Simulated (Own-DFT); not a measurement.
# A surface energy from a slab and the bulk: wurtzite AlN, m plane (10-10)

The numbers are computed, not measured, by runs of the plane-wave DFT program Own-DFT (in-house, retired, unreviewed) at fixed positions, with no spin and no spin-orbit coupling.

Keep in mind (not all hold for every row): some atoms lie very close together; k mesh not checked against a denser one.

Both sets of runs: PBE; PseudoDojo norm-conserving scalar-relativistic files; cutoff 42 hartree; Gaussian smearing of 0.01 eV. The slab has 128 atoms in 16 layers, two equal faces of 62.02 Å² as cut, 15 Å of vacuum, a dipole correction along the normal and a 6 x 3 x 1 mesh. The bulk cell has 128 atoms, the same measured lattice constants and a 3 x 3 x 3 mesh. In the slab only the 32 atoms nearest the faces were moved at random; u is their rms move along one axis. Energies are counted from -174.06 eV for each atom.

| slab run | u (Å) | E (eV, cell) |
|---|---|---|
| 1 | 0.0460 | 21.424 |
| 2 | 0.0473 | 20.315 |
| 3 | 0.0475 | 20.825 |
| 4 | 0.0476 | 21.409 |
| 5 | 0.0493 | 22.133 |
| 6 | 0.0516 | 20.306 |
| 7 | 0.0524 | 21.069 |
| 8 | 0.0917 | 25.522 |
| 9 | 0.0940 | 27.190 |
| 10 | 0.0944 | 26.173 |
| 11 | 0.0969 | 29.883 |
| 12 | 0.0987 | 29.483 |

| bulk run | u (Å) | E (meV/atom) |
|---|---|---|
| 1 | 0.0186 | -3.82 |
| 2 | 0.0191 | -2.62 |
| 3 | 0.0197 | -1.59 |
| 4 | 0.0201 | -0.82 |
| 5 | 0.0207 | -0.32 |
| 6 | 0.0972 | 324.33 |
| 7 | 0.0973 | 326.67 |
| 8 | 0.0998 | 317.79 |
| 9 | 0.0998 | 330.64 |
| 10 | 0.1018 | 300.15 |

Question: what is the energy of the unrelaxed surface?

## Answer

Take each set to u = 0 with E = a + b u². Residuals are scaled by 1/(u² + 0.0006 Å²) to tame the large moves. Slab: a = 18.83 ± 0.45 eV. Bulk: a = -15.0 ± 0.8 meV/atom. The excess is 18.83 - 128 x (-0.0150) = 20.75 ± 0.46 eV. Over two faces that is 167 meV/Å², or 2.68 ± 0.06 J/m². Relaxing the faces would lower the energy, and the unlike meshes and the reach from the smallest u down to zero add errors that aren't counted here.
